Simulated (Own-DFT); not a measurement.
# One host, several defects: C11b WSi2

The numbers are computed, not measured, by runs of the plane-wave DFT program Own-DFT (in-house, retired, unreviewed) at fixed positions, with no spin and no spin-orbit coupling.

Method: PBEsol; PseudoDojo norm-conserving scalar-relativistic files, made for PBE; cutoff 50 hartree; 5 x 5 x 5 k mesh centred on Gamma; cold (Marzari-Vanderbilt) smearing of 0.2 eV.

Known weak points: forces on such cells failed a check on a denser k mesh; stress not checked against mesh or cutoff.

All runs share one cell, with vectors in Å (-2.148, -5.953, 3.409); (-6.444, 2.976, 1.136); (-2.553, -2.948, -6.757) and a volume of 403.2 Å³. u is the rms random offset of the atoms per axis. The defect's site can differ from row to row.

| cell | formula | u (Å) | P (GPa) |
|---|---|---|---|
| no defect | Si20W10 | 0.0202 | 0.45 |
| no defect | Si20W10 | 0.0228 | 0.51 |
| no defect | Si20W10 | 0.0481 | 2.12 |
| one Si on a W site | Si21W9 | 0.0264 | 2.20 |
| one Si on a W site | Si21W9 | 0.0356 | 3.09 |
| one Si on a W site | Si21W9 | 0.0483 | 3.06 |
| one W vacancy | Si20W9 | 0.0256 | -0.83 |
| one W vacancy | Si20W9 | 0.0271 | -0.67 |
| one W vacancy | Si20W9 | 0.0484 | 0.11 |
| one Si vacancy | Si19W10 | 0.0286 | -1.03 |
| one Si vacancy | Si19W10 | 0.0515 | 0.97 |
| one Si vacancy | Si19W10 | 0.0534 | 0.90 |
| one W on a Si site | Si19W11 | 0.0270 | 5.43 |
| one W on a Si site | Si19W11 | 0.0271 | 5.42 |
| one W on a Si site | Si19W11 | 0.0423 | ? |
| one W on a Si site | Si19W11 | 0.0424 | 5.63 |

## Analysis

P = P0 + c u² + a shift for each defect gives P0 = 0.26 GPa, c = 714 ± 107 GPa/Å² and a scatter of 0.32 GPa. The shifts, and each times the cell's volume:

- one W on a Si site: 4.46 ± 0.26 GPa, 11.2 eV
- one Si on a W site: 1.50 ± 0.26 GPa, 3.8 eV
- one Si vacancy: -1.48 ± 0.28 GPa, -3.7 eV
- one W vacancy: -1.61 ± 0.26 GPa, -4.0 eV

A positive shift means that the defect pushes the cell outwards. Shift times volume (160.2 GPa Å³ is 1 eV) depends little on the cell's size, so, taken for each site, it can be compared between cells at like pressure. The atoms around the defects weren't relaxed, which would change these numbers.

## The run left out

Question: what pressure belongs in the blank (one W on a Si site, u = 0.0423 Å)?

From the fit: 6.00 ± 0.37 GPa. Computed: 6.40 GPa.
